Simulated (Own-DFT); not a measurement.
# What a defect does to the pressure of its cell: zincblende GaAs

The numbers are computed, not measured, by runs of the plane-wave DFT program Own-DFT (in-house, retired, unreviewed) at fixed positions, with no spin and no spin-orbit coupling.

All runs used: PBE; PseudoDojo norm-conserving scalar-relativistic files; cutoff 42 hartree; 3 x 3 x 3 k mesh centred on Gamma; Fermi-Dirac smearing of 0.1 eV.

Keep in mind (not all hold for every row): not probed for a lower state with spin; forces not confirmed at this smearing and k mesh; stress not checked against mesh or cutoff.

All runs share one cell, with vectors in Å (10.862, 0.000, 0.000); (0.000, 10.862, 0.000); (0.000, 0.000, 11.796) and a volume of 1391.7 Å³, strained against the parent crystal. Atoms were moved at random from their sites; u is the rms move along one axis. The defect's site can differ from row to row.

```
                             cell     formula   u (Å)  P (GPa)
                        no defect    As32Ga32  0.0275     6.67
                        no defect    As32Ga32  0.0288     6.66
                        no defect    As32Ga32  0.0490     7.01
              one In on a Ga site  As32Ga31In  0.0295     7.45
              one In on a Ga site  As32Ga31In  0.0298        ?
              one In on a Ga site  As32Ga31In  0.0310     7.41
              one In on a Ga site  As32Ga31In  0.0330     7.50
              one Al on a Ga site  AlAs32Ga31  0.0320     6.74
              one Al on a Ga site  AlAs32Ga31  0.0323     6.70
              one Al on a Ga site  AlAs32Ga31  0.0525     7.02
              one P on an As site   As31Ga32P  0.0282     6.38
              one P on an As site   As31Ga32P  0.0313     6.38
              one P on an As site   As31Ga32P  0.0509     6.88
one As vacancy and one Ga vacancy    As31Ga31  0.0290     5.89
one As vacancy and one Ga vacancy    As31Ga31  0.0293     6.04
one As vacancy and one Ga vacancy    As31Ga31  0.0540     6.21
```

## Analysis

P = P0 + c u² + a shift for each defect gives P0 = 6.53 GPa, c = 190 ± 26 GPa/Å² and a scatter of 0.08 GPa. The shifts, and each times the cell's volume:

- one In on a Ga site: 0.74 ± 0.06 GPa, 6.4 eV
- one Al on a Ga site: -0.01 ± 0.06 GPa, -0.1 eV (not resolved)
- one P on an As site: -0.26 ± 0.06 GPa, -2.2 eV
- one As vacancy and one Ga vacancy: -0.77 ± 0.06 GPa, -6.7 eV

Against the defect-free cell, a freed cell would be larger where the shift is positive and smaller where it is negative (160.2 GPa Å³ is 1 eV). The atoms around the defects weren't relaxed, which would change these numbers.

## The run left out

Asked: what pressure belongs in the blank (one In on a Ga site, u = 0.0298 Å)?

From the fit: 7.44 ± 0.09 GPa. Computed: 7.40 GPa.
